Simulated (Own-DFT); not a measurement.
# How strain changes the stress of 4H SiC, 72 atoms (C36Si36)

All numbers below are calculated, not measured. They come from Own-DFT, an in-house plane-wave density functional program, since retired, whose code no person has reviewed. Each row is one single-point run on a periodic cell that was not relaxed, without spin or spin-orbit coupling.

Settings of every run: PBE; PseudoDojo norm-conserving scalar-relativistic files; cutoff 42 hartree; 4 x 4 x 3 k mesh centred on Gamma; Fermi-Dirac smearing of 0.1 eV.

Known limits: forces on such cells passed a denser k mesh, each cell not checked; stress not checked against mesh or cutoff.

Unstrained cell vectors in Å: (9.248, 0.000, 0.000); (-4.624, 8.009, 0.000); (0.000, 0.000, 10.068). The unstrained cell has measured lattice constants (interpolated for alloys), not those of this functional. That, the random moves and any unrelaxed bonds set the pressure at no strain. Each run strains this cell uniformly, with the atoms carried along. Every atom was also moved at random, by a Gaussian of width 0.05 Å on each axis. Strain is the symmetric tensor, in per cent. Stress is positive in tension, and the pressure is minus a third of its trace.

| run | e_xx (%) | e_yy (%) | e_zz (%) | e_yz (%) | e_xz (%) | e_xy (%) | s_xx (GPa) | s_yy (GPa) | s_zz (GPa) | s_yz (GPa) | s_xz (GPa) | s_xy (GPa) | P (GPa) | E (meV/atom) |
|---|---|---|---|---|---|---|---|---|---|---|---|---|---|---|
| 1 | 0.02 | -1.53 | 0.86 | -0.54 | 1.54 | -1.04 | -3.27 | -14.35 | -2.81 | -2.19 | 5.39 | -4.85 | 6.81 | 20.5 |
| 2 | -0.91 | 0.20 | 0.20 | -1.12 | -0.36 | 1.27 | -9.81 | -5.80 | -6.25 | -5.54 | -0.38 | 7.90 | 7.29 | 45.0 |
| 3 | 1.47 | 1.72 | -1.86 | -0.27 | 1.70 | 1.57 | 3.84 | 4.31 | -18.38 | -1.41 | 5.15 | 5.78 | 3.41 | 50.7 |
| 4 | 0.89 | 1.27 | -0.67 | -1.65 | 0.45 | -0.35 | 1.39 | 1.92 | -9.85 | -5.10 | 2.81 | -0.57 | 2.18 | 24.4 |
| 5 | -1.26 | 1.72 | 1.41 | 1.70 | -0.29 | -1.09 | -10.20 | 4.72 | -0.84 | 5.37 | 0.21 | -5.76 | 2.11 | 44.3 |
| 6 | -1.92 | -1.24 | -0.53 | -1.28 | -1.63 | -1.32 | -16.23 | -15.54 | -11.23 | -3.52 | -4.67 | -4.12 | 14.33 | 55.9 |
| 7 | 1.52 | -1.24 | -0.86 | -1.18 | -0.25 | -0.91 | 1.99 | -9.76 | -11.78 | -2.85 | -1.01 | -4.01 | 6.52 | 18.8 |
| 8 | 1.92 | 0.68 | 1.66 | -0.31 | -1.98 | -1.86 | 5.74 | 0.30 | 3.10 | -1.06 | -6.27 | -8.37 | -3.05 | 33.7 |
| 9 | 0.48 | -0.88 | 1.38 | 0.28 | -0.07 | 0.38 | -3.41 | -8.50 | 1.32 | 1.72 | -0.21 | 1.35 | 3.53 | 22.1 |
| 10 | 0.70 | 0.19 | 0.45 | -0.88 | -1.68 | 1.59 | 0.23 | -2.33 | -2.88 | -3.28 | -5.49 | 6.53 | 1.66 | 0.0 |
| 11 | 0.00 | 1.79 | 1.28 | -1.21 | 0.20 | 1.54 | -3.62 | 5.08 | 0.21 | -3.30 | -0.04 | 6.53 | -0.56 | 39.5 |
| 12 | 1.07 | 0.43 | 0.59 | -1.55 | -0.76 | 1.72 | 0.42 | -0.42 | -2.32 | -5.20 | -3.23 | 7.96 | 0.77 | 15.7 |
| 13 | -1.40 | 0.85 | -1.43 | -1.09 | -1.75 | -0.81 | -13.66 | -1.44 | -14.58 | -3.50 | -5.55 | -3.31 | 9.89 | 26.9 |
| 14 | 0.56 | 0.03 | -1.68 | -0.68 | 1.32 | 1.54 | -2.59 | -4.54 | -17.05 | -2.16 | 4.12 | 5.23 | 8.06 | 41.1 |
| 15 | 0.17 | 0.30 | -0.62 | 1.43 | -1.33 | 0.80 | -2.26 | -2.97 | -11.96 | 4.65 | -4.94 | 3.29 | 5.73 | 20.5 |
| 16 | -0.54 | 0.97 | 0.76 | 1.79 | 0.08 | 0.76 | -5.09 | 0.69 | -3.18 | 5.99 | 0.62 | 3.13 | 2.53 | 16.5 |
| 17 | 0.16 | -0.62 | -0.40 | -0.48 | -1.28 | -0.39 | ? | ? | ? | ? | ? | ? | ? | ? |

E is the free energy for each atom above the lowest run shown.

## Worked fit

Each stress component was fitted by least squares to a constant and the strains of the runs shown, as fractions, with shears doubled. Shear strains stay in the fit of a normal stress only where such slopes are resolved. The slopes, in GPa:

| stress | at no strain | per e_xx | per e_yy | per e_zz | scatter |
|---|---|---|---|---|---|
| s_xx | -4.7 | 538 ± 27 | 55 ± 28 | 34 ± 26 | 1.19 |
| s_yy | -5.1 | 103 ± 23 | 565 ± 24 | 38 ± 22 | 1.01 |
| s_zz | -7.2 | 43 ± 22 | -2 ± 23 | 579 ± 21 | 0.96 |

Each shear stress against twice its own strain: yz 165 ± 10, xz 170 ± 7, xy 220 ± 10 GPa. These are stiffnesses along x, y and z of the frame in which the cell vectors are given, which need not be the crystal's axes. The atoms are held to the strained lattice; where symmetry lets them move under strain, relaxing them would lower some slopes. The table should be nearly symmetric about its diagonal, and what it lacks of that shows the noise. A ninth of its sum, 217 ± 7 GPa, estimates the bulk modulus near the mean pressure of these runs, 4.5 GPa, so it lies above the value at zero pressure.

## Withheld run

Question: what normal stresses and pressure should run 17 give?

The fit gives s_xx = -4.3, s_yy = -8.6, s_zz = -9.4 and P = 7.4 GPa. The calculation gave -5.63, -9.69, -6.87 and P = 7.39 GPa.
